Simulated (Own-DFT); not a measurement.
## Calculated data, Si₁₂O₂₃ (quartz with two neutral oxygen vacancies, atoms displaced)

A calculation, not a measurement: plane-wave PBE and HSE06 DFT by an unreviewed code, no spin, of a simulated cell at Gamma alone, so results move with cell size and shape, stress positive in tension, energies less offsets, not probed for a lower state with spin; oxygen file: force components 24 meV/angstrom off all-electron in a glass; k mesh not checked against a denser one; forces and stress are PBE's, HSE06 gives the energy alone, and its difference from PBE has offsets of its own; offsets are fitted by least squares, one for each functional and potential file, so energies compare only between cells with the same atoms and settings and are not formation energies; the far tail of each file's local potential was reset to the Coulomb form; each entry is a single point on an unrelaxed cell, so the pressure reflects the starting lattice, mostly measured values (interpolated for alloys), from which strain is counted, and rises with the displacements; printed positions are rounded, which can move forces by about a meV/angstrom; the program, named Own-DFT, is a retired in-house code; no spin-orbit coupling. Program: Own-DFT development build.

Settings shared by all entries: first functional PBE; second functional HSE06; exact exchange share 0.25; screening 0.11 1/bohr; exchange divergence Gygi-Baldereschi; potential files PseudoDojo norm-conserving, scalar-relativistic, made for PBE, standard set; wave cutoff 48 hartree; occupations fixed; k mesh 1 x 1 x 1 centred on Gamma.

(1) Si₁₂O₂₃ (quartz with two neutral oxygen vacancies, atoms displaced)

```
CELL_PARAMETERS angstrom
9.82680 0.00000 0.00000
-4.91340 8.51030 0.00000
0.00000 0.00000 10.81040
ATOMIC_POSITIONS crystal
Si 0.23809 0.99729 0.00820
Si 0.00222 0.24096 0.33701
Si 0.26345 0.25969 0.15857
O 0.20306 0.13461 0.06245
O 0.42454 0.28187 0.22405
O 0.36486 0.07970 0.39913
O 0.07284 0.36000 0.44479
O 0.12999 0.20230 0.27390
O 0.29451 0.43297 0.10727
Si 0.22922 0.99502 0.50023
Si 0.99553 0.23631 0.84140
Si 0.25321 0.26368 0.67876
O 0.21267 0.13586 0.56164
O 0.43017 0.29648 0.73066
O 0.36316 0.08366 0.89616
O 0.07985 0.36656 0.94007
O 0.12946 0.21042 0.76725
O 0.29923 0.42210 0.60723
Si 0.22608 0.49397 0.00808
Si 0.00136 0.73887 0.33310
Si 0.27754 0.77081 0.16365
O 0.20530 0.62798 0.05735
O 0.43119 0.80125 0.22632
O 0.36940 0.57497 0.39249
O 0.07113 0.86628 0.43682
O 0.14268 0.71779 0.27430
O 0.27741 0.91994 0.10269
Si 0.23073 0.48968 0.49629
Si 0.00773 0.74157 0.82337
Si 0.26677 0.76870 0.66606
O 0.20769 0.63677 0.56490
O 0.42684 0.80706 0.73238
O 0.36420 0.57906 0.89041
O 0.07814 0.86111 0.94460
O 0.13084 0.71378 0.77418
O 0.29037 0.93001 0.60871
Si 0.73259 0.99471 0.00050
Si 0.50633 0.22926 0.33939
Si 0.76635 0.26686 0.16454
O 0.70415 0.12911 0.06091
O 0.93219 0.29689 0.22302
O 0.85321 0.06832 0.38754
O 0.57267 0.36851 0.44505
O 0.62350 0.19409 0.27226
O 0.79087 0.43071 0.10892
Si 0.74121 0.00039 0.49672
Si 0.49581 0.24544 0.82847
Si 0.76992 0.27766 0.65830
O 0.70694 0.14047 0.55231
O 0.92450 0.29847 0.72801
O 0.87281 0.06527 0.89265
O 0.58121 0.37438 0.94618
O 0.62761 0.20300 0.78467
O 0.78688 0.42044 0.60900
Si 0.72802 0.49741 0.99398
Si 0.50123 0.74047 0.33186
Si 0.76509 0.77275 0.16593
O 0.70181 0.63514 0.05467
O 0.92180 0.79702 0.21918
O 0.86267 0.55999 0.39586
O 0.56333 0.86028 0.43454
O 0.63868 0.71204 0.27529
O 0.78878 0.93164 0.10997
Si 0.73605 0.49599 0.49603
Si 0.49014 0.72740 0.82604
Si 0.75669 0.76028 0.66425
O 0.70813 0.63509 0.56485
O 0.85525 0.57202 0.88426
O 0.57630 0.87529 0.94261
O 0.63943 0.71626 0.78061
```

| Property | Result |
| --- | --- |
| PBE energy of cell above offsets | -13.905 eV |
| HSE06 less PBE above offsets | 0.222 eV |
| PBE pressure | 10.02 GPa |
| PBE stress xx | -10.16 GPa |
| PBE stress yy | -10.05 GPa |
| PBE stress zz | -9.86 GPa |
| PBE stress yz | -0.92 GPa |
| PBE stress xz | -1.53 GPa |
| PBE stress xy | -0.78 GPa |

Force:
| element | x (eV/Å) | y (eV/Å) | z (eV/Å) |
| --- | --- | --- | --- |
| Si | -5.441 | 4.451 | -8.122 |
| Si | 0.069 | -3.846 | -3.502 |
| Si | 0.258 | 4.164 | 6.147 |
| O | 0.174 | -4.131 | -4.031 |
| O | -0.023 | 0.132 | 0.398 |
| O | 0.308 | -1.603 | -0.103 |
| O | -1.845 | -0.154 | 0.899 |
| O | 0.033 | 0.675 | -0.283 |
| O | 2.192 | -2.182 | 2.271 |
| Si | -0.035 | 2.441 | 0.861 |
| Si | -0.711 | -1.68 | -3.458 |
| Si | 8.786 | 1.366 | -8.139 |
| O | -1.02 | 0.34 | 1.079 |
| O | -6.604 | 2.446 | -5.773 |
| O | -0.156 | -0.079 | 0.417 |
| O | -1.607 | -0.74 | 0.383 |
| O | -6.747 | -2.851 | 7.219 |
| O | -1.542 | 1.936 | -1.381 |
| Si | 3.003 | 2.055 | -3.519 |
| Si | -0.904 | -2.372 | -2.866 |
| Si | -3.571 | -2.028 | -0.605 |
| O | -2.135 | 3.735 | 2.386 |
| O | 1.157 | 0.589 | -0.61 |
| O | -0.925 | -1.051 | 0.101 |
| O | -0.898 | 0.271 | 1.049 |
| O | -0.136 | -0.296 | -0.122 |
| O | 5.899 | -3.334 | 6.739 |
| Si | 2.568 | 4.588 | 3.071 |
| Si | -9.418 | 0.304 | 3.717 |
| Si | -0.745 | 0.655 | 0.848 |
| O | 1.098 | -3.039 | -2.212 |
| O | 0.229 | 0.156 | -0.778 |
| O | -1.681 | -3.463 | 2.088 |
| O | -0.743 | -0.286 | -0.796 |
| O | 6.972 | -1.328 | -3.244 |
| O | 0.526 | -0.607 | 0.453 |
| Si | 0.429 | 2.638 | -1.019 |
| Si | -4.024 | 2.007 | -0.928 |
| Si | -0.848 | -0.409 | 0.035 |
| O | -0.102 | 1.127 | 0.2 |
| O | -0.255 | 0.327 | 0.592 |
| O | 2.952 | 2.978 | -3.412 |
| O | -0.753 | -1.608 | -1.126 |
| O | 3.563 | 0.213 | -1.4 |
| O | 0.429 | -0.281 | 0.13 |
| Si | -3.064 | -3.496 | 4.426 |
| Si | 6.19 | -2.957 | 7.31 |
| Si | 1.706 | -10.23 | 6.683 |
| O | 0.596 | -0.417 | -0.069 |
| O | 1.246 | -0.185 | 0.951 |
| O | -0.508 | 0.191 | 0.652 |
| O | -6.159 | -7.639 | -4.442 |
| O | 1.8 | 1.221 | -2.84 |
| O | -3.42 | 8.478 | -3.797 |
| Si | 4.707 | 7.117 | 3.981 |
| Si | 1.386 | -3.198 | -1.546 |
| Si | -1.128 | -2.906 | -2.363 |
| O | -0.173 | 1.197 | 1.142 |
| O | 4.357 | -0.242 | 3.043 |
| O | 2.792 | 3.603 | -3.34 |
| O | 0.824 | 4.499 | 4.05 |
| O | -1.024 | -0.424 | 0.615 |
| O | 1.155 | 0.197 | 1.207 |
| Si | -2.369 | 1.15 | 3.655 |
| Si | 1.43 | 4.28 | 2.693 |
| Si | 1.755 | 5.126 | 2.356 |
| O | 1.144 | -4.208 | -3.752 |
| O | 1.576 | 1.371 | -1.041 |
| O | -2.248 | -4.078 | -2.859 |
| O | -0.341 | -0.675 | -0.371 |

(2) Si₁₂O₂₃ (quartz with two neutral oxygen vacancies, atoms displaced)

```
CELL_PARAMETERS angstrom
9.82680 0.00000 0.00000
-4.91340 8.51030 0.00000
0.00000 0.00000 10.81040
ATOMIC_POSITIONS crystal
Si 0.23097 0.99826 0.98838
Si 0.00406 0.24009 0.33440
Si 0.25824 0.26804 0.16695
O 0.21214 0.12537 0.05791
O 0.42567 0.28209 0.22180
O 0.37162 0.07491 0.39258
O 0.06209 0.36571 0.44055
O 0.29818 0.42756 0.11343
Si 0.23529 0.99734 0.49167
Si 0.00184 0.23891 0.83041
Si 0.25899 0.26486 0.66543
O 0.20449 0.13122 0.56172
O 0.41597 0.29478 0.72864
O 0.35442 0.08154 0.89656
O 0.06559 0.36179 0.93515
O 0.13032 0.20395 0.77386
O 0.29114 0.42986 0.60163
Si 0.23534 0.50334 0.99526
Si 0.00787 0.74552 0.33317
Si 0.27001 0.76424 0.16462
O 0.19850 0.62631 0.05853
O 0.42662 0.79103 0.22305
O 0.35739 0.56899 0.38823
O 0.06824 0.86601 0.44461
O 0.13406 0.70536 0.28015
O 0.29790 0.92377 0.10997
Si 0.22330 0.49366 0.48946
Si 0.00469 0.73889 0.83382
Si 0.25441 0.75304 0.66455
O 0.19934 0.62827 0.56636
O 0.41955 0.78953 0.73128
O 0.36187 0.56919 0.89746
O 0.07572 0.86137 0.94629
O 0.13010 0.69653 0.77148
O 0.29892 0.92831 0.60489
Si 0.74132 0.00437 0.99273
Si 0.50164 0.24110 0.33113
Si 0.76539 0.25725 0.16697
O 0.70699 0.12813 0.05090
O 0.91990 0.29534 0.22609
O 0.56901 0.36751 0.43736
O 0.62108 0.20163 0.27471
O 0.78107 0.42865 0.10165
Si 0.73142 0.00005 0.50256
Si 0.50167 0.23503 0.82729
Si 0.76982 0.27711 0.67393
O 0.71064 0.14401 0.56151
O 0.92357 0.28062 0.73427
O 0.86301 0.08027 0.88927
O 0.58105 0.37611 0.93686
O 0.64080 0.22166 0.77215
O 0.79807 0.43615 0.61075
Si 0.72424 0.48259 0.00401
Si 0.51179 0.74585 0.32703
Si 0.76828 0.77894 0.17285
O 0.70861 0.63095 0.05888
O 0.91538 0.79253 0.22858
O 0.86537 0.56736 0.39311
O 0.57969 0.86691 0.44182
O 0.64565 0.70216 0.27820
O 0.79532 0.93078 0.09879
Si 0.73058 0.49042 0.49294
Si 0.50581 0.74194 0.83646
Si 0.76397 0.75763 0.66665
O 0.70831 0.63274 0.54894
O 0.93681 0.80059 0.72032
O 0.86891 0.57863 0.89243
O 0.58132 0.87279 0.93458
O 0.63274 0.70832 0.77139
O 0.78626 0.92260 0.60625
```

| Item | Value |
| --- | --- |
| PBE energy of cell above offsets | -14.460 eV |
| HSE06 less PBE above offsets | 0.187 eV |
| PBE pressure | 9.95 GPa |
| PBE stress xx | -11.84 GPa |
| PBE stress yy | -7.37 GPa |
| PBE stress zz | -10.65 GPa |
| PBE stress yz | -1.65 GPa |
| PBE stress xz | -1.92 GPa |
| PBE stress xy | -2.17 GPa |

Force:
| element | x (eV/Å) | y (eV/Å) | z (eV/Å) |
| --- | --- | --- | --- |
| Si | 0.765 | -1.975 | 8.049 |
| Si | 0.472 | -4.084 | -1.991 |
| Si | 1.463 | -4.586 | 1.68 |
| O | -2.983 | 3.317 | 2.738 |
| O | -3.027 | 1.006 | -1.631 |
| O | -0.177 | -0.194 | -0.42 |
| O | -1.622 | 0.007 | 0.445 |
| O | -2.198 | 3.725 | -3.181 |
| Si | 0.506 | 1.557 | 3.834 |
| Si | 3.455 | -3.14 | 2.905 |
| Si | -0.777 | 0.49 | -1.164 |
| O | 0.391 | -0.989 | -1.365 |
| O | 2.823 | 0.224 | 0.991 |
| O | 5.798 | 3.711 | -6.388 |
| O | 1.347 | 3.422 | 3.343 |
| O | 0.478 | -0.286 | -0.003 |
| O | -0.219 | -0.799 | -0.006 |
| Si | -1.555 | -3.949 | 3.072 |
| Si | -2.482 | -3.581 | -0.433 |
| Si | -3.256 | -1.298 | 0.006 |
| O | -0.562 | 1.062 | 1.064 |
| O | 2.413 | 0.602 | 0.481 |
| O | 1.359 | 2.523 | -1.802 |
| O | -0.676 | 0.072 | -0.198 |
| O | 1.7 | 0.452 | -1.489 |
| O | -1.355 | 1.668 | -2.333 |
| Si | 1.852 | 3.152 | 3.677 |
| Si | -0.889 | -2.078 | -0.711 |
| Si | 1.338 | 5.041 | 1.67 |
| O | 0.625 | -3.927 | -4.456 |
| O | 0.168 | 0.087 | -0.079 |
| O | 3.255 | 3.024 | -3.369 |
| O | -2.09 | -2.332 | -1.494 |
| O | -1.554 | 0.043 | 1.714 |
| O | -0.34 | -0.946 | -0.237 |
| Si | -0.006 | -1.301 | 0.447 |
| Si | -1.578 | -1.876 | 0.916 |
| Si | -6.023 | 0.387 | -2.253 |
| O | -2.197 | 3.225 | 2.819 |
| O | 3.395 | 0.784 | 1.579 |
| O | -1.015 | -0.439 | 0.53 |
| O | 5.231 | -0.064 | -2.814 |
| O | 8.307 | -6.864 | 9.607 |
| Si | 1.993 | 4.205 | 0.156 |
| Si | -3.747 | 1.494 | 2.172 |
| Si | 3.209 | -0.401 | -3.541 |
| O | 0.051 | -0.403 | 0.135 |
| O | -5.455 | 2.732 | -5.94 |
| O | 1.899 | -0.256 | -1.508 |
| O | -4.803 | -6.728 | -5.016 |
| O | -1.038 | -1.88 | 2.087 |
| O | -0.069 | 0.009 | -0.223 |
| Si | -1.815 | 11.98 | -5.218 |
| Si | -0.131 | -3.862 | 1.928 |
| Si | -0.234 | -3.552 | -6.363 |
| O | -0.911 | 1.851 | 1.483 |
| O | 5.753 | 1.254 | 2.538 |
| O | 1.489 | 1.938 | -1.937 |
| O | -1.903 | -1.692 | -1.752 |
| O | -4.297 | -0.025 | 2.367 |
| O | 0.629 | -0.094 | 1.567 |
| Si | 0.777 | 2.814 | 2.14 |
| Si | -1.433 | -3.287 | -2.082 |
| Si | 0.537 | 0.537 | -1.845 |
| O | -0.403 | 0.652 | 1.414 |
| O | -0.308 | -0.179 | 0.439 |
| O | -0.56 | -1.247 | 0.629 |
| O | -0.928 | 0.342 | 1.356 |
| O | 0.308 | -0.661 | 0.429 |
| O | 0.832 | -0.409 | 0.838 |

(3) Si₁₂O₂₃ (quartz with two neutral oxygen vacancies, atoms displaced)

```
CELL_PARAMETERS angstrom
9.82680 0.00000 0.00000
-4.91340 8.51030 0.00000
0.00000 0.00000 10.81040
ATOMIC_POSITIONS crystal
Si 0.23935 0.00526 0.99853
Si 0.00498 0.23764 0.32590
Si 0.26103 0.26151 0.16375
O 0.20815 0.13085 0.05890
O 0.43372 0.28791 0.22656
O 0.36390 0.07872 0.39255
O 0.07410 0.37435 0.43832
O 0.14419 0.21013 0.27161
O 0.29285 0.41812 0.09693
Si 0.23589 0.99438 0.50105
Si 0.01942 0.24017 0.83045
Si 0.26219 0.27380 0.66519
O 0.20509 0.13460 0.56226
O 0.42863 0.29403 0.73764
O 0.37525 0.07086 0.88799
O 0.07655 0.36191 0.94169
O 0.13629 0.21533 0.77709
O 0.29330 0.43179 0.61224
Si 0.23226 0.49642 0.99081
Si 0.99611 0.73034 0.33297
Si 0.26708 0.76028 0.16652
O 0.20340 0.63033 0.05664
O 0.42887 0.78989 0.21902
O 0.36141 0.57071 0.38864
O 0.08231 0.86480 0.44861
O 0.13075 0.70332 0.28059
O 0.27979 0.91463 0.10558
Si 0.24184 0.50667 0.50685
Si 0.00116 0.73133 0.83486
Si 0.25487 0.76633 0.66553
O 0.19789 0.63370 0.57062
O 0.42445 0.78216 0.73186
O 0.36292 0.57967 0.89856
O 0.07365 0.86636 0.94214
O 0.12531 0.69470 0.77339
O 0.28796 0.92679 0.60488
Si 0.73358 0.99510 0.99692
Si 0.49546 0.23206 0.33292
Si 0.77701 0.27199 0.17241
O 0.69754 0.13426 0.05404
O 0.92447 0.29269 0.22810
O 0.86494 0.07031 0.39028
O 0.58149 0.36677 0.44311
O 0.63917 0.20405 0.26981
O 0.79667 0.42761 0.11648
Si 0.73840 0.99860 0.50142
Si 0.50734 0.24514 0.83242
Si 0.77757 0.27044 0.66675
O 0.70353 0.13322 0.56206
O 0.92172 0.29101 0.72036
O 0.86023 0.06330 0.88545
O 0.57484 0.36893 0.93990
O 0.64001 0.20878 0.77306
Si 0.74694 0.50728 0.00200
Si 0.49864 0.74227 0.33594
Si 0.77469 0.76977 0.16236
O 0.70666 0.63237 0.05734
O 0.92571 0.77738 0.23010
O 0.87799 0.57603 0.39093
O 0.57667 0.86520 0.44134
O 0.63376 0.70524 0.28517
O 0.79663 0.92229 0.10668
Si 0.72307 0.49125 0.50458
Si 0.50765 0.74107 0.84190
Si 0.76420 0.76810 0.66114
O 0.92810 0.78049 0.72572
O 0.87049 0.57178 0.89761
O 0.56809 0.85898 0.94476
O 0.62757 0.69547 0.76971
O 0.78973 0.92415 0.60939
```

| Property | Result |
| --- | --- |
| PBE energy of cell above offsets | -14.383 eV |
| HSE06 less PBE above offsets | 0.220 eV |
| PBE pressure | 9.45 GPa |
| PBE stress xx | -9.83 GPa |
| PBE stress yy | -9.29 GPa |
| PBE stress zz | -9.23 GPa |
| PBE stress yz | 1.06 GPa |
| PBE stress xz | -2.58 GPa |
| PBE stress xy | -0.55 GPa |

Force:
| element | x (eV/Å) | y (eV/Å) | z (eV/Å) |
| --- | --- | --- | --- |
| Si | 2.474 | -2.353 | -1.753 |
| Si | 0.481 | -0.357 | 4.088 |
| Si | 4.449 | 1.75 | -1.06 |
| O | -1.292 | 0.765 | 0.186 |
| O | -4.143 | 1.163 | -3.438 |
| O | -0.116 | -1.844 | 0.925 |
| O | 0.905 | -0.652 | -0.212 |
| O | -2.865 | -1.092 | 2.543 |
| O | -0.438 | 0.891 | -0.025 |
| Si | -1.754 | 4.689 | -1.083 |
| Si | -14.1 | -1.426 | 3.849 |
| Si | 5.127 | -3.533 | 1.161 |
| O | 0.179 | 0.315 | 0.205 |
| O | -5.925 | 1.608 | -5.228 |
| O | -1.059 | -0.164 | 1.199 |
| O | -2.312 | -2.044 | -1.107 |
| O | 9.496 | -1.662 | -4.528 |
| O | 0.221 | 1.708 | 0.246 |
| Si | -0.029 | 1.635 | 5.491 |
| Si | 3.806 | 2.174 | 3.749 |
| Si | -3.252 | -0.922 | 0.177 |
| O | 0.046 | -0.75 | 0.177 |
| O | 1.062 | 0.615 | 0.787 |
| O | -0.175 | 0.63 | 1.042 |
| O | -2.974 | -3.194 | -2.827 |
| O | 3.427 | 0.441 | -2.072 |
| O | 0.252 | 1.133 | 0.096 |
| Si | -3.38 | 0.52 | -3.017 |
| Si | -0.328 | 0.914 | 1.048 |
| Si | 3.463 | 1.217 | 4.116 |
| O | 1.468 | -3.321 | -3.607 |
| O | -2.612 | 0.9 | -1.777 |
| O | 2.903 | 1.176 | -3.069 |
| O | -0.258 | -0.029 | -0.56 |
| O | 0.96 | 0.162 | 0.174 |
| O | 2.684 | -0.582 | 3.204 |
| Si | -0.894 | 2.816 | 1.197 |
| Si | 4.917 | 0.906 | 0.577 |
| Si | -5.512 | -3.312 | -4.23 |
| O | 2.18 | -0.304 | 0.7 |
| O | 5.114 | 1.008 | 0.839 |
| O | 1.091 | 1.161 | -0.777 |
| O | -4.281 | -5.208 | -3.764 |
| O | -2.658 | -0.55 | 2.611 |
| O | -0.959 | 2.605 | -1.898 |
| Si | -1.898 | 2.274 | -0.477 |
| Si | 3.88 | -3.406 | 2.134 |
| Si | -9.598 | 0.464 | -4.095 |
| O | 1.004 | -1.629 | -1.272 |
| O | 10.28 | 1.019 | 5.035 |
| O | 1.372 | 1.916 | -0.713 |
| O | 1.159 | 2.276 | 2.159 |
| O | -0.535 | 0.396 | 0.303 |
| Si | -1.691 | -4.08 | 1.556 |
| Si | 1.792 | -2.523 | -1.876 |
| Si | -0.894 | -4.381 | 3.939 |
| O | -0.566 | 1.303 | 0.753 |
| O | -3.791 | 2.525 | -4.359 |
| O | -3.095 | -4.935 | 3.704 |
| O | -0.899 | 1.083 | 1.507 |
| O | 1.541 | 0.967 | -2.361 |
| O | -1.264 | 3.287 | -1.606 |
| Si | 6.139 | 6.261 | 4.25 |
| Si | -0.663 | -4.375 | -5.113 |
| Si | 3.023 | -5.805 | 1.204 |
| O | -2.544 | 1.045 | -1.66 |
| O | 1.401 | 0.153 | -1.226 |
| O | 0.455 | 3.098 | 3.583 |
| O | 0.003 | 0.645 | 0.598 |
| O | 0.008 | 2.816 | -0.321 |

(4) Si₁₂O₂₃ (quartz with two neutral oxygen vacancies, atoms displaced)

```
CELL_PARAMETERS angstrom
9.82680 0.00000 0.00000
-4.91340 8.51030 0.00000
0.00000 0.00000 10.81040
ATOMIC_POSITIONS crystal
Si 0.22925 0.98957 0.99779
Si 0.99615 0.23222 0.33351
Si 0.27252 0.27725 0.15838
O 0.21752 0.14103 0.06400
O 0.41390 0.28827 0.22888
O 0.07197 0.37405 0.44111
O 0.13654 0.21412 0.26972
O 0.28951 0.42536 0.11134
Si 0.23386 0.99653 0.49144
Si 0.99063 0.23483 0.82510
Si 0.26038 0.26790 0.66343
O 0.20197 0.13146 0.55282
O 0.43288 0.29804 0.72876
O 0.35661 0.07693 0.89040
O 0.08236 0.36884 0.94306
O 0.12886 0.19666 0.77233
O 0.29242 0.42057 0.60009
Si 0.23224 0.49333 0.99824
Si 0.00003 0.73033 0.34303
Si 0.25764 0.76174 0.16882
O 0.21508 0.63790 0.04990
O 0.42505 0.79400 0.22381
O 0.36764 0.57919 0.39715
O 0.07998 0.87164 0.44477
O 0.13187 0.71043 0.28122
O 0.29916 0.93285 0.10581
Si 0.23592 0.49800 0.50187
Si 0.00586 0.73291 0.83686
Si 0.26240 0.76560 0.67386
O 0.20898 0.63190 0.55843
O 0.42454 0.79358 0.72718
O 0.36349 0.56811 0.89609
O 0.07839 0.85617 0.95212
O 0.14103 0.70598 0.77623
O 0.28394 0.92132 0.61288
Si 0.73761 0.00656 0.99685
Si 0.50551 0.24744 0.33056
Si 0.76221 0.25916 0.16592
O 0.70377 0.13413 0.05243
O 0.92927 0.29008 0.21941
O 0.86346 0.06624 0.40075
O 0.57643 0.36653 0.43366
O 0.80083 0.43685 0.09858
Si 0.73657 0.99894 0.49882
Si 0.50351 0.23014 0.83291
Si 0.77626 0.27228 0.66535
O 0.70180 0.13572 0.55892
O 0.92930 0.29497 0.73541
O 0.86643 0.06774 0.88878
O 0.56420 0.35767 0.94129
O 0.64622 0.21493 0.77616
O 0.79011 0.42532 0.61287
Si 0.72400 0.49191 0.00137
Si 0.50201 0.73620 0.33478
Si 0.76742 0.76414 0.16319
O 0.70149 0.63655 0.05820
O 0.92576 0.79398 0.23106
O 0.86253 0.56306 0.39270
O 0.58413 0.87239 0.44011
O 0.63128 0.71768 0.26613
O 0.79277 0.91828 0.11214
Si 0.73429 0.50493 0.50266
Si 0.48490 0.72465 0.83298
Si 0.76517 0.76733 0.65842
O 0.70876 0.64041 0.56658
O 0.92870 0.78976 0.72013
O 0.86057 0.57107 0.89365
O 0.57365 0.86772 0.93426
O 0.63802 0.70150 0.77740
O 0.79473 0.93381 0.59843
```

| Item | Value |
| --- | --- |
| PBE stress zz | ? |

Question: Estimate the PBE stress zz of Si₁₂O₂₃ (quartz with two neutral oxygen vacancies, atoms displaced) (entry 4).
Answer: -8.87 GPa

Further results for Si₁₂O₂₃ (quartz with two neutral oxygen vacancies, atoms displaced) (entry 4):

| Item | Value |
| --- | --- |
| PBE energy of cell above offsets | -15.361 eV |
| HSE06 less PBE above offsets | 0.197 eV |
| PBE pressure | 9.29 GPa |
| PBE stress xx | -8.3 GPa |
| PBE stress yy | -10.69 GPa |
| PBE stress yz | 0.21 GPa |
| PBE stress xz | -3.22 GPa |
| PBE stress xy | -1 GPa |

Force:
| element | x (eV/Å) | y (eV/Å) | z (eV/Å) |
| --- | --- | --- | --- |
| Si | 1.801 | 7.04 | 2.952 |
| Si | 1.724 | 0.031 | 0.443 |
| Si | -0.992 | -5.985 | 3.57 |
| O | 0.336 | -3.234 | -2.98 |
| O | 2.972 | 1.407 | 1.122 |
| O | -0.818 | -1.912 | -1.101 |
| O | -0.809 | -0.151 | 0.625 |
| O | -2.1 | 6.158 | -2.651 |
| Si | 5.184 | 6.373 | 2.979 |
| Si | 9.575 | -3.499 | 9.225 |
| Si | 3.937 | -4.321 | 1.677 |
| O | -0.027 | 0.837 | 0.808 |
| O | -1.782 | -0.203 | -1.498 |
| O | 0.762 | -1.1 | -0.606 |
| O | -3.787 | -5.369 | -3.693 |
| O | -1.441 | 0.852 | 0.023 |
| O | 0.236 | 1.986 | 0.539 |
| Si | 1.539 | 3.188 | 3.108 |
| Si | -2.9 | 1.475 | -1.568 |
| Si | 1.329 | 0.811 | -1.678 |
| O | -1.218 | 1.03 | 1.781 |
| O | -0.029 | -0.242 | 1 |
| O | 0.729 | -0.437 | -0.432 |
| O | -4.251 | -5.675 | -2.779 |
| O | 2.253 | -0.626 | -1.279 |
| O | 0.849 | -1.679 | 1.519 |
| Si | -1.269 | 1.228 | -1.581 |
| Si | -2.948 | -0.864 | -1.028 |
| Si | 2.026 | -0.141 | -5.114 |
| O | -0.924 | 1.434 | 1.88 |
| O | 0.666 | 0.151 | -0.247 |
| O | 0.843 | -0.895 | -1.008 |
| O | -3.495 | -4.152 | -2.641 |
| O | -2.881 | -1.752 | 3.499 |
| O | -0.585 | 1.499 | -1.266 |
| Si | 1.315 | -4.562 | 0.586 |
| Si | 0.919 | -5.835 | -3.019 |
| Si | -2.979 | 2.175 | 0.796 |
| O | -0.688 | 0.986 | 0.555 |
| O | -0.37 | -0.083 | 0.321 |
| O | 3.175 | 3.779 | -4.45 |
| O | 0.378 | 4.249 | 4.171 |
| O | 2.494 | -2.952 | 3.197 |
| Si | -4.043 | 3.059 | 1.189 |
| Si | -1.425 | 0.303 | -1.034 |
| Si | -2.003 | -3.012 | -0.026 |
| O | 1.12 | 0.08 | 0.105 |
| O | -5.841 | 4.175 | -7.464 |
| O | 0.232 | 0.904 | -0.291 |
| O | 0.022 | 0.711 | 1.124 |
| O | 0.249 | -0.6 | 0.322 |
| O | -1.217 | 3.073 | -1.878 |
| Si | -1.158 | 2.728 | -1.957 |
| Si | -1.746 | 1.28 | -0.687 |
| Si | 0.516 | -1.84 | 2.346 |
| O | 0.646 | -2.486 | -1.476 |
| O | 1.421 | -0.708 | 1.413 |
| O | 0.022 | 0.551 | 0.612 |
| O | -2.77 | -2.962 | -1.565 |
| O | 1.512 | -1.34 | 0.451 |
| O | -2.823 | 6.041 | -3.967 |
| Si | 0.368 | -1.473 | 0.72 |
| Si | 4.898 | 2.647 | -0.06 |
| Si | -0.492 | 5.047 | 7.7 |
| O | 0.64 | -5.975 | -6.293 |
| O | 1.152 | 0.132 | 1.147 |
| O | 0.446 | 0.582 | -0.701 |
| O | 0.005 | 0.197 | 0.477 |
| O | -1.843 | 0.724 | -0.692 |
| O | 3.362 | -2.859 | 4.725 |
